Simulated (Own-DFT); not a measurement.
## Calculated data, Al$_{3}$GaN$_{4}$ (wurtzite random alloy, strained, atoms displaced), Al$_{3}$Ga$_{5}$N$_{8}$ (wurtzite random alloy, strained, atoms displaced)

All values are calculated (Own-DFT development build). A calculation, not a measurement: plane-wave PBE density functional theory by an unreviewed code, no spin, of a simulated periodic cell, stress positive in tension, free energy of the whole cell less one offset for each atom, forces on such cells passed a denser k mesh, this cell's mesh not checked; offsets are fitted by least squares, one for each functional and potential file, so energies compare only between cells with the same atoms and settings and are not formation energies; the far tail of each file's local potential was reset to the Coulomb form; each entry is a single point on an unrelaxed cell, so the pressure reflects the starting lattice, mostly measured values, from which strain is counted, and rises with the displacements; printed positions are rounded, which can move forces by about a meV/angstrom; the program is a retired in-house code; no spin-orbit coupling.

Settings shared by all entries: functional PBE.

(1) Al$_{3}$GaN$_{4}$ (wurtzite random alloy, strained, atoms displaced)

```
Al3GaN4
1.0
      9.3468     0.0000     0.0000
     -4.6734     8.0946     0.0000
      0.0000     0.0000    10.0655
Al N Al N Al N Al N Al Ga N Ga N Al N Al N Ga N Al Ga N Ga Al N Al N Al N Ga Al N Ga Al N Al N Al N Al N
2 2 2 2 2 2 2 2 1 1 2 2 2 2 2 2 2 2 2 1 1 2 1 1 2 2 2 2 2 1 1 2 1 1 2 2 2 2 2 2 2
Direct
  0.12007 0.22836 0.99931
  0.22101 0.11120 0.25179
  0.10395 0.22244 0.19732
  0.21515 0.10565 0.43860
  0.10787 0.21067 0.50205
  0.23008 0.11459 0.75362
  0.10906 0.22814 0.69396
  0.22486 0.11594 0.94170
  0.11891 0.56237 0.00187
  0.22824 0.44814 0.24770
  0.10703 0.54720 0.18441
  0.22465 0.44421 0.43717
  0.11572 0.55444 0.49872
  0.23148 0.45529 0.75165
  0.10709 0.56323 0.69019
  0.22693 0.44656 0.93777
  0.11881 0.88762 0.99511
  0.22080 0.78698 0.24183
  0.10606 0.89618 0.18541
  0.21720 0.77847 0.44154
  0.11744 0.88883 0.49551
  0.21436 0.77895 0.74580
  0.10333 0.88658 0.69497
  0.22385 0.78467 0.94232
  0.45515 0.23002 0.00234
  0.56369 0.11429 0.24714
  0.44406 0.22178 0.19870
  0.56613 0.12103 0.44064
  0.43942 0.22639 0.49872
  0.55328 0.11290 0.74780
  0.45219 0.22391 0.68930
  0.55725 0.11421 0.94700
  0.43706 0.55118 0.00097
  0.55517 0.44538 0.24506
  0.45414 0.55122 0.18991
  0.56250 0.44779 0.44499
  0.44520 0.55165 0.50394
  0.54271 0.43493 0.74844
  0.44481 0.55737 0.69777
  0.55825 0.44211 0.94104
  0.44181 0.89408 0.99285
  0.56375 0.77239 0.25835
  0.44133 0.89371 0.18881
  0.56327 0.78841 0.44350
  0.46187 0.89642 0.49720
  0.55995 0.78617 0.74516
  0.43735 0.89735 0.69564
  0.55302 0.76954 0.94106
  0.77968 0.21702 0.99914
  0.88729 0.10770 0.25362
  0.78397 0.22499 0.19372
  0.89246 0.10731 0.44001
  0.77877 0.22028 0.50527
  0.89672 0.12804 0.75084
  0.77313 0.21419 0.68665
  0.89002 0.10837 0.94073
  0.79546 0.56364 0.99943
  0.89929 0.44842 0.23547
  0.77612 0.55877 0.18497
  0.88805 0.43834 0.43384
  0.77883 0.55155 0.50746
  0.88981 0.44850 0.74626
  0.78487 0.55332 0.68634
  0.88162 0.43934 0.94990
  0.78548 0.88689 0.00619
  0.88072 0.77936 0.25143
  0.78764 0.89305 0.18521
  0.89546 0.77992 0.43297
  0.76924 0.88238 0.50051
  0.88850 0.77863 0.75441
  0.77242 0.88387 0.69382
  0.89181 0.78906 0.93954
```

```
potential files                   : PseudoDojo norm-conserving, scalar-relativistic, standard set with the stringent files for Ga
wave cutoff                       : 96 hartree
occupations                       : Gaussian
smearing width                    : 0.01 eV
k mesh                            : 4 x 4 x 3 centred on Gamma
free energy of cell above offsets : -22.162 eV
pressure                          : 8.6 GPa
stress xx                         : -11.01 GPa
stress yy                         : -8.74 GPa
stress zz                         : -6.05 GPa
stress yz                         : -0.02 GPa
stress xz                         : 0.29 GPa
stress xy                         : 0.73 GPa
```

Force:
| element | x (eV/Å) | y (eV/Å) | z (eV/Å) |
| --- | --- | --- | --- |
| Al | -1.191 | -1.027 | 0.793 |
| Al | -0.466 | 0.339 | -0.64 |
| N | 1.672 | 0.645 | -1.277 |
| N | 1.139 | 1.984 | 0.154 |
| Al | -0.815 | 1.405 | -0.02 |
| Al | -1.216 | -0.464 | -0.173 |
| N | 1.824 | 0.451 | -0.657 |
| N | 1.19 | -0.059 | -0.151 |
| Al | -0.456 | -0.92 | -0.941 |
| Al | -0.343 | -0.713 | 0.462 |
| N | 1.995 | 1.755 | -0.138 |
| N | 0.621 | -0.043 | 0.695 |
| Al | -1.293 | -0.043 | -0.505 |
| Al | -1.645 | -0.88 | -0.292 |
| N | 1.667 | -2.275 | -0.445 |
| N | -2.357 | -0.63 | -0.172 |
| Al | -2.67 | 1.791 | 0.992 |
| Ga | -0.082 | -0.971 | 1.255 |
| N | -0.197 | -0.446 | -0.323 |
| N | 3.714 | -1.021 | -0.578 |
| Ga | -1.836 | -0.26 | 1.523 |
| Ga | 0.572 | 0.466 | 0.792 |
| N | -0.536 | 2.007 | -0.442 |
| N | -0.244 | -2.29 | -0.612 |
| Al | -0.926 | -0.825 | 0.794 |
| Al | -0.556 | 0.221 | 0.755 |
| N | 0.13 | -1.069 | -1.283 |
| N | -2.2 | -1.711 | -0.612 |
| Al | 1.421 | -0.704 | -0.534 |
| Al | 0.997 | 0.188 | 1.147 |
| N | -1.676 | -1.764 | -1.114 |
| N | 0.267 | 1.305 | -1.818 |
| Ga | 2.36 | 0.863 | -0.123 |
| Ga | 2.507 | -1.121 | 1.725 |
| N | -3.826 | 2.106 | 0.649 |
| N | -1.129 | 0.069 | 0.294 |
| Al | -0.275 | 0.293 | -0.096 |
| Ga | 1.895 | 2.083 | 1.314 |
| N | -0.654 | 1.179 | -2.104 |
| N | -0.011 | 0.317 | -0.072 |
| Ga | 2.208 | -0.863 | 1.199 |
| Al | -1.273 | 0.974 | -2.104 |
| N | 2.331 | -0.337 | 0.683 |
| N | -0.277 | -2.743 | -0.693 |
| Al | -3.56 | 0.751 | 0.644 |
| Al | -0.907 | -0.656 | 1.899 |
| N | 2.325 | -0.7 | -1.54 |
| N | 0.385 | 2.032 | -0.745 |
| Al | -0.039 | 0.07 | 0.976 |
| Al | -0.163 | 0.786 | -0.128 |
| N | -0.167 | -0.773 | -1.143 |
| N | -0.155 | -0.964 | 0.333 |
| Ga | 0.95 | 0.821 | -1.925 |
| Al | 0.071 | -2.678 | 0.715 |
| N | -0.363 | 1.456 | 2.723 |
| N | 0.259 | 0.666 | -0.155 |
| Ga | -3.116 | 0.515 | -0.1 |
| Al | -2.519 | -0.96 | 2.326 |
| N | 1.595 | 0.548 | 1.36 |
| N | 0.394 | 1.811 | 0.134 |
| Al | 1.069 | 0.629 | -2.395 |
| Al | 0.255 | -1.347 | 1.105 |
| N | -1.364 | 0.894 | 1.404 |
| N | 3.449 | -0.362 | -2.435 |
| Al | -2.212 | 0.542 | -1.642 |
| Al | 2.201 | -0.596 | -0.496 |
| N | -2.015 | -0.407 | 1.702 |
| N | -2.048 | -1.106 | 1.299 |
| Al | 3.302 | 1.475 | 1.03 |
| Al | -0.851 | -0.317 | -0.635 |
| N | 0.811 | 1.347 | -1.105 |
| N | 2.056 | -0.738 | -0.51 |

(2) Al$_{3}$GaN$_{4}$ (wurtzite random alloy, strained, atoms displaced)

```
Al3GaN4
1.0
      9.3468     0.0000     0.0000
     -4.6734     8.0946     0.0000
      0.0000     0.0000    10.0655
Al N Al N Al N Ga Al N Al N Al N Al Ga N Al N Al Ga N Ga Al N Al Ga N Ga Al N Ga Al N Al N Al N Ga Al N Al N Al Ga N
2 2 2 2 2 2 1 1 2 2 2 2 2 1 1 2 2 2 1 1 2 1 1 2 1 1 2 1 1 2 1 1 2 2 2 2 2 1 1 2 2 2 1 1 2
Direct
  0.10676 0.22214 0.00787
  0.22168 0.12087 0.25744
  0.10755 0.21718 0.18293
  0.22624 0.11162 0.43872
  0.10077 0.21684 0.50721
  0.21561 0.11226 0.74265
  0.12425 0.23133 0.69386
  0.22085 0.11456 0.94451
  0.11493 0.55254 0.00596
  0.22765 0.45483 0.24953
  0.11730 0.55879 0.19632
  0.21594 0.44363 0.44646
  0.11413 0.56137 0.50158
  0.21990 0.45057 0.74779
  0.12226 0.56362 0.69208
  0.21241 0.43977 0.93482
  0.11266 0.88888 0.99783
  0.21910 0.76764 0.24477
  0.10343 0.87873 0.18268
  0.23063 0.77842 0.43850
  0.11490 0.89074 0.49788
  0.22170 0.76854 0.75165
  0.11441 0.88455 0.68202
  0.22062 0.77434 0.94433
  0.43724 0.22012 0.00171
  0.55589 0.10228 0.24935
  0.44813 0.22604 0.18559
  0.56037 0.10896 0.45117
  0.44726 0.22634 0.49766
  0.55049 0.09815 0.75237
  0.44111 0.22582 0.68576
  0.56520 0.10729 0.94595
  0.45458 0.56132 0.99553
  0.55815 0.45367 0.24717
  0.44342 0.56782 0.19339
  0.55458 0.44874 0.43892
  0.42823 0.54890 0.49932
  0.55764 0.44810 0.74433
  0.45838 0.55856 0.68541
  0.56656 0.45193 0.94020
  0.44552 0.87104 0.00284
  0.55684 0.77930 0.25906
  0.45067 0.89225 0.19304
  0.56277 0.76975 0.43995
  0.43956 0.88688 0.50198
  0.56397 0.78030 0.74976
  0.44243 0.88604 0.69060
  0.54585 0.77890 0.93550
  0.77735 0.21063 0.99621
  0.89252 0.11457 0.25862
  0.76586 0.21880 0.18955
  0.90080 0.11413 0.44068
  0.77763 0.21597 0.49953
  0.88831 0.10991 0.74677
  0.78702 0.22887 0.69009
  0.88276 0.11015 0.93979
  0.78116 0.55362 0.00151
  0.88866 0.44605 0.25480
  0.78175 0.55645 0.19994
  0.88393 0.44416 0.44623
  0.78291 0.55212 0.49330
  0.89240 0.45634 0.75418
  0.77889 0.55774 0.68884
  0.87937 0.44600 0.94109
  0.78412 0.88751 0.00351
  0.88154 0.76691 0.24842
  0.76681 0.88568 0.18179
  0.88621 0.76949 0.44236
  0.76698 0.88067 0.50210
  0.89086 0.78067 0.76249
  0.78223 0.89179 0.69161
  0.90088 0.78975 0.93333
```

```
potential files                   : PseudoDojo norm-conserving, scalar-relativistic, standard set
wave cutoff                       : 42 hartree
occupations                       : Fermi-Dirac
smearing width                    : 0.1 eV
k mesh                            : 4 x 4 x 3 centred on Gamma
free energy of cell above offsets : -15.045 eV
pressure                          : 9.6 GPa
stress xx                         : -10.38 GPa
stress yy                         : -9.49 GPa
stress zz                         : -8.92 GPa
stress yz                         : -1.3 GPa
stress xz                         : -0.26 GPa
stress xy                         : 0.56 GPa
```

Force:
| element | x (eV/Å) | y (eV/Å) | z (eV/Å) |
| --- | --- | --- | --- |
| Al | 0.207 | -0.267 | -2.991 |
| Al | 1.367 | -1.411 | -2.001 |
| N | -0.498 | 1.413 | 3.036 |
| N | -0.968 | 0.257 | 0.697 |
| Al | 2.828 | 1.431 | 0.151 |
| Al | 2.384 | -0.723 | 1.375 |
| N | -2.507 | -0.581 | -0.99 |
| N | -0.228 | -0.504 | -1.23 |
| Al | -1.517 | 0.038 | -0.82 |
| Al | 0.241 | -1.848 | 0.734 |
| N | -1.078 | -2.077 | -1.065 |
| N | -0.673 | -2.196 | -2.143 |
| Ga | -1.033 | -0.47 | 0.288 |
| Al | 2.134 | -0.428 | 0.598 |
| N | -1.531 | -1.516 | 0.098 |
| N | 1.307 | 0.489 | 1.098 |
| Al | 0.749 | 0.857 | 0.436 |
| Al | -0.338 | 3.339 | 0.778 |
| N | 0.174 | 0.759 | 1.549 |
| N | -2.425 | 0.084 | -1.646 |
| Al | -0.334 | -0.776 | -0.451 |
| Al | -0.457 | 2.585 | 0.737 |
| N | 0.203 | 0.768 | 1.231 |
| N | 0.457 | -0.177 | -0.37 |
| Al | 1.74 | 0.203 | -0.739 |
| Ga | -2.017 | 1.683 | 1.198 |
| N | -1.336 | -0.591 | 0.905 |
| N | -0.729 | 0.943 | -1.208 |
| Al | 0.379 | 0.054 | 0.369 |
| Al | -0.226 | 2.425 | 0.232 |
| N | 0.84 | -0.725 | 0.782 |
| N | -3.931 | -1.796 | -1.581 |
| Al | -1.185 | -0.878 | 0.254 |
| Ga | -0.358 | -1.276 | 0.532 |
| N | 0.099 | -2.007 | -2.068 |
| N | -0.019 | -1.351 | -0.027 |
| Ga | 2.76 | 0.565 | 0.547 |
| Al | 1.106 | -0.959 | 0.64 |
| N | -2.489 | 0.639 | 1.711 |
| N | -1.173 | -0.56 | -0.118 |
| Al | -3.314 | 3.424 | 0.977 |
| Ga | -0.24 | 0.834 | -1.001 |
| N | -1.607 | -2.876 | -1.214 |
| N | -1.871 | 0.88 | 1.339 |
| Ga | 1.83 | 0.189 | 0.31 |
| Al | -0.987 | -0.461 | -0.37 |
| N | 0.69 | -0.844 | 0.987 |
| N | 4.33 | -1.626 | -0.686 |
| Ga | -1.374 | 2.649 | 1.428 |
| Al | -0.774 | -0.593 | -2.195 |
| N | 3.747 | 1.915 | 1.123 |
| N | -2.431 | -1.77 | 0.101 |
| Al | 0.114 | 1.16 | 0.991 |
| Al | 0.243 | 1.121 | 0.93 |
| N | -0.482 | -0.479 | 0.015 |
| N | 3.794 | -1.682 | -1.131 |
| Al | -0.726 | 0.999 | 0.68 |
| Al | 0.31 | -1.106 | -0.173 |
| N | 0.472 | -0.446 | -2.382 |
| N | 3.139 | -2.334 | -2.003 |
| Ga | -2.999 | 0.665 | 2.141 |
| Al | 0.28 | -1.238 | -0.52 |
| N | 0.22 | -0.293 | 0.636 |
| N | 2.791 | 0.285 | 0.043 |
| Al | -1.258 | 0.626 | -1.381 |
| Al | 0.117 | 2.699 | 0.799 |
| N | 2.494 | 0.916 | 1.707 |
| N | -0.152 | 2.986 | -1.267 |
| Al | 2.83 | 0.539 | 0.433 |
| Ga | 0.596 | -0.62 | -5.189 |
| N | -0.819 | 0.453 | -0.733 |
| N | -0.886 | -1.389 | 5.076 |

(3) Al$_{3}$Ga$_{5}$N$_{8}$ (wurtzite random alloy, strained, atoms displaced)

```
Al3Ga5N8
1.0
     12.8617     0.0000     0.0000
     -6.4309    11.1386     0.0000
      0.0000     0.0000    10.2177
Al N Ga N Ga N Ga N Ga N Ga Al N Al N Ga N Al Ga N Al Ga N Al Ga N Al Ga N Ga Al N Al Ga N Ga Al N Ga N Ga N Al Ga N Al Ga N Al N Ga N Ga N Ga N Al Ga N Al Ga N Al N Ga N Al Ga N Ga N Ga N Al N Ga Al N
2 2 2 2 2 2 2 2 2 2 1 1 2 2 2 2 2 1 1 2 1 1 2 1 1 2 1 1 2 1 1 2 1 1 2 1 1 2 2 2 2 2 1 1 2 1 1 2 2 2 2 2 2 2 2 2 1 1 2 1 1 2 2 2 2 2 1 1 2 2 2 2 2 2 2 1 1 2
Direct
  0.07746 0.16750 0.99304
  0.16166 0.08021 0.24527
  0.08473 0.16623 0.18868
  0.16495 0.08202 0.43407
  0.08463 0.16481 0.49541
  0.17030 0.08645 0.75192
  0.08058 0.16916 0.68409
  0.17152 0.08791 0.93414
  0.08970 0.41833 0.99660
  0.16027 0.32948 0.25333
  0.09136 0.41528 0.18080
  0.16184 0.33545 0.43413
  0.08125 0.41517 0.50477
  0.16939 0.33900 0.74651
  0.08401 0.41860 0.69049
  0.16906 0.33611 0.94133
  0.08606 0.66857 0.99667
  0.16900 0.58835 0.24617
  0.08680 0.66738 0.18996
  0.16102 0.58740 0.44633
  0.08220 0.66277 0.50187
  0.16843 0.57719 0.74540
  0.08512 0.66805 0.69407
  0.16315 0.58497 0.93876
  0.08358 0.92093 0.99501
  0.17039 0.83224 0.24863
  0.07182 0.90970 0.18690
  0.17585 0.83835 0.43807
  0.08303 0.92015 0.49865
  0.17440 0.82836 0.74563
  0.08281 0.91845 0.68844
  0.17487 0.83615 0.93959
  0.32710 0.16300 0.99687
  0.41549 0.08495 0.25756
  0.33011 0.16600 0.18454
  0.42457 0.09305 0.44004
  0.33488 0.16917 0.49898
  0.41256 0.07926 0.75198
  0.33042 0.16151 0.69076
  0.41090 0.08462 0.93688
  0.33423 0.42149 0.99010
  0.41470 0.33085 0.24975
  0.34209 0.42147 0.19624
  0.41808 0.33581 0.43936
  0.33411 0.42340 0.50816
  0.41420 0.33058 0.74357
  0.33542 0.42005 0.69241
  0.42048 0.33252 0.94468
  0.32874 0.66047 0.00533
  0.42031 0.57898 0.25148
  0.32717 0.66781 0.19181
  0.41959 0.58621 0.43679
  0.33207 0.66970 0.49603
  0.41983 0.58693 0.75204
  0.33850 0.66688 0.69346
  0.42143 0.57946 0.94438
  0.33848 0.91430 0.99931
  0.41493 0.84431 0.24966
  0.33218 0.91780 0.19247
  0.42090 0.83424 0.43935
  0.33299 0.91714 0.50275
  0.42125 0.83205 0.75300
  0.34113 0.91916 0.69951
  0.41613 0.83874 0.93622
  0.58946 0.16611 0.99644
  0.67103 0.08780 0.25552
  0.58642 0.17008 0.18360
  0.66172 0.07560 0.43176
  0.58459 0.16825 0.50364
  0.66865 0.08685 0.75112
  0.58825 0.17379 0.69036
  0.66597 0.08432 0.93735
  0.58159 0.41420 0.00163
  0.66202 0.33007 0.24816
  0.58521 0.41746 0.18873
  0.67106 0.33546 0.45083
  0.58634 0.41631 0.50448
  0.65946 0.33252 0.74812
  0.57883 0.41648 0.68990
  0.66616 0.33256 0.93553
  0.59267 0.66854 0.99978
  0.67092 0.58172 0.24710
  0.57780 0.66422 0.19096
  0.66110 0.57546 0.45318
  0.58118 0.66850 0.50073
  0.66155 0.58430 0.75231
  0.58381 0.67077 0.68838
  0.67565 0.58414 0.94193
  0.57999 0.91496 0.99641
  0.65739 0.81887 0.23870
  0.58953 0.92006 0.19004
  0.66888 0.83738 0.43359
  0.58531 0.91616 0.49491
  0.67109 0.83466 0.74845
  0.58497 0.91298 0.68518
  0.66467 0.82887 0.93862
  0.83347 0.16723 0.00042
  0.91611 0.07821 0.25063
  0.83306 0.16345 0.18320
  0.92292 0.08689 0.43869
  0.83558 0.16998 0.50779
  0.91866 0.08431 0.74187
  0.83542 0.16150 0.68504
  0.91679 0.08118 0.93917
  0.82722 0.41504 0.99885
  0.91077 0.32895 0.25222
  0.82920 0.42396 0.18929
  0.92603 0.33391 0.44824
  0.83868 0.41760 0.50202
  0.91198 0.33010 0.74902
  0.83420 0.41935 0.68921
  0.91834 0.33473 0.93865
  0.83794 0.67295 0.00100
  0.91954 0.59253 0.25073
  0.84781 0.66850 0.18548
  0.91617 0.58193 0.44236
  0.82844 0.66353 0.50928
  0.92217 0.58238 0.74976
  0.82930 0.65809 0.68956
  0.91603 0.58140 0.92916
  0.83485 0.92501 0.00619
  0.92490 0.83329 0.25582
  0.83349 0.92258 0.18484
  0.91887 0.83517 0.43582
  0.83424 0.91251 0.49508
  0.91256 0.82813 0.75302
  0.82928 0.91709 0.69452
  0.90904 0.83004 0.93862
```

```
potential files                   : PseudoDojo norm-conserving, scalar-relativistic, standard set
wave cutoff                       : 42 hartree
occupations                       : Fermi-Dirac
smearing width                    : 0.05 eV
k mesh                            : 3 x 3 x 3 centred on Gamma
free energy of cell above offsets : 0.647 eV
pressure                          : 0.5 GPa
stress xx                         : 1.86 GPa
stress yy                         : 1.62 GPa
stress zz                         : -4.97 GPa
stress yz                         : -0.22 GPa
stress xz                         : -0.14 GPa
stress xy                         : -0.11 GPa
```

Force:
| element | x (eV/Å) | y (eV/Å) | z (eV/Å) |
| --- | --- | --- | --- |
| Al | 1.271 | 0.336 | 0.902 |
| Al | 0.464 | 0.183 | -0.093 |
| N | 0.169 | -0.687 | -1.173 |
| N | 1.365 | 0.817 | -0.363 |
| Ga | -0.058 | 0.881 | -0.009 |
| Ga | -1.106 | -0.745 | -1.346 |
| N | 0.449 | -0.082 | 1.11 |
| N | -1.647 | -0.705 | 2.011 |
| Ga | -1.543 | 0.067 | -0.066 |
| Ga | 1.545 | 0.601 | -1.332 |
| N | -2.058 | 0.644 | 1.502 |
| N | 1.808 | 0.409 | 2.414 |
| Ga | 1.308 | 1.179 | -0.649 |
| Ga | -0.147 | -1.091 | 0.429 |
| N | -0.145 | 0.095 | 0.631 |
| N | 1.033 | -0.934 | -0.661 |
| Ga | -1.115 | -0.028 | 0.119 |
| Ga | -0.426 | -1.855 | 0.947 |
| N | -0.791 | 1.097 | -0.01 |
| N | 3.185 | -0.884 | -0.856 |
| Ga | -1.613 | 1.621 | 0.313 |
| Al | -0.581 | 1.634 | 0.814 |
| N | 1.584 | -1.109 | -0.687 |
| N | 1.579 | -0.5 | -1.424 |
| Al | 0.265 | -0.926 | -0.065 |
| Al | -0.929 | 0.119 | -0.03 |
| N | 2.698 | 1.661 | -0.548 |
| N | -1.557 | -0.768 | -0.627 |
| Ga | 0.888 | -0.49 | 0.317 |
| Ga | -1.452 | 1.307 | 0.885 |
| N | -0.28 | -0.935 | 0.789 |
| N | -1.924 | 0.2 | 0.22 |
| Al | 1.317 | 1.197 | 0.401 |
| Ga | 0.088 | 0.432 | -1.952 |
| N | -0.407 | -0.968 | 0.289 |
| N | -0.515 | -0.358 | 1.583 |
| Al | -0.297 | 0.039 | -0.209 |
| Ga | 0.69 | 1.197 | 0.091 |
| N | 0.184 | 0.882 | -1.705 |
| N | 0.769 | 0.036 | 1.242 |
| Al | 1.292 | -1.681 | 2.033 |
| Ga | -0.024 | 0.312 | -0.208 |
| N | -1.361 | -0.311 | -1.732 |
| N | -0.111 | -0.256 | 1.755 |
| Al | 0.313 | -0.674 | -2.107 |
| Ga | 0.253 | -0.115 | 1.358 |
| N | -0.115 | -0.124 | -0.756 |
| N | -1.223 | 0.019 | -0.468 |
| Ga | 0.311 | 0.732 | -0.746 |
| Al | -1.558 | 0.243 | -0.026 |
| N | 2.598 | 1.345 | 0.609 |
| N | -1.584 | -0.55 | 0.566 |
| Al | 0.472 | -0.173 | 0.207 |
| Ga | 0.403 | 0.028 | 0.368 |
| N | -1.732 | -0.602 | -1.334 |
| N | -0.806 | 0.918 | -0.401 |
| Ga | -1.824 | 1.687 | 0.341 |
| Al | 2.122 | -1.41 | 0.258 |
| N | -0.171 | 0.061 | 0.066 |
| N | -0.379 | -0.15 | -0.289 |
| Ga | 1.234 | 0.691 | 0.297 |
| Ga | 0.194 | 0.229 | -0.993 |
| N | -0.203 | -0.881 | -1.898 |
| N | 1.695 | -1.835 | 0.869 |
| Ga | -2.191 | 0.356 | -0.105 |
| Ga | -0.09 | -0.596 | -2.439 |
| N | -0.244 | -0.968 | 1.021 |
| N | 0.208 | 1.786 | 3.722 |
| Al | 0.56 | 0.128 | -0.363 |
| Ga | -0.034 | -0.878 | -0.903 |
| N | -0.335 | -0.743 | -0.534 |
| N | 1.797 | -0.199 | 0.309 |
| Al | 0.47 | 0.152 | -0.45 |
| Ga | 0.468 | 0.843 | 0.894 |
| N | -0.285 | -0.165 | -0.498 |
| N | 0.075 | -0.432 | -0.553 |
| Al | -0.609 | -0.703 | -0.413 |
| Al | 0.961 | 0.967 | 0.127 |
| N | 0.899 | -0.267 | -0.112 |
| N | -1.126 | 0.247 | -0.318 |
| Ga | -0.615 | -0.793 | -0.098 |
| Ga | -0.035 | 0.171 | 0.978 |
| N | 1.167 | -2.038 | -0.533 |
| N | 0.11 | 0.983 | -1.757 |
| Ga | 0.646 | 0.319 | -0.485 |
| Ga | 0.875 | -0.295 | -0.245 |
| N | 0.217 | -0.552 | 0.499 |
| N | -1.306 | -1.236 | 0.408 |
| Ga | 0.727 | 0.095 | 0.682 |
| Ga | 0.298 | 3.859 | 1.489 |
| N | -1.911 | -0.78 | -0.246 |
| N | -0.167 | -0.688 | 0.33 |
| Al | 0.032 | -0.274 | 0.247 |
| Ga | -1.123 | -0.149 | 0.404 |
| N | -0.372 | 1.014 | -0.39 |
| N | 0.508 | 1.524 | 0.646 |
| Al | 0.167 | 0.209 | -0.723 |
| Ga | -0.261 | 1.197 | 0.018 |
| N | -0.058 | 0.688 | 0.453 |
| N | -1.804 | -0.495 | 0.66 |
| Al | 0.402 | -1.021 | -2.208 |
| Al | 0.125 | -0.68 | 0.851 |
| N | -0.35 | 0.424 | 0.877 |
| N | -0.668 | 0.871 | -0.807 |
| Ga | 0.992 | 0.719 | -0.224 |
| Ga | 0.669 | 1.027 | -0.761 |
| N | 1.239 | -0.888 | 0.531 |
| N | -3.307 | -1.22 | -0.844 |
| Al | -0.511 | 0.016 | -0.095 |
| Ga | 0.105 | 0.434 | 0.258 |
| N | -0.491 | -1.271 | -0.574 |
| N | -0.112 | -1.173 | 0.449 |
| Ga | 1.063 | -1.19 | -0.785 |
| Ga | 2.427 | -2.111 | 0.948 |
| N | -3.824 | 1.944 | 0.753 |
| N | -0.175 | -0.226 | 0.154 |
| Ga | 0.522 | 0.009 | -1.595 |
| Ga | -0.941 | -0.062 | -0.766 |
| N | -0.218 | 1.817 | 1.573 |
| N | 0.089 | 0.572 | 2.585 |
| Al | 0.168 | -1.513 | -1.488 |
| Al | -2.29 | -0.605 | -1.263 |
| N | 1.008 | -2.518 | 0.643 |
| N | 0.117 | -1.069 | 0.24 |
| Ga | -0.927 | 0.99 | 0.526 |
| Al | 0.119 | 0.404 | -0.61 |
| N | 2.585 | 0.517 | -0.84 |
| N | 0.701 | 2.448 | -0.219 |
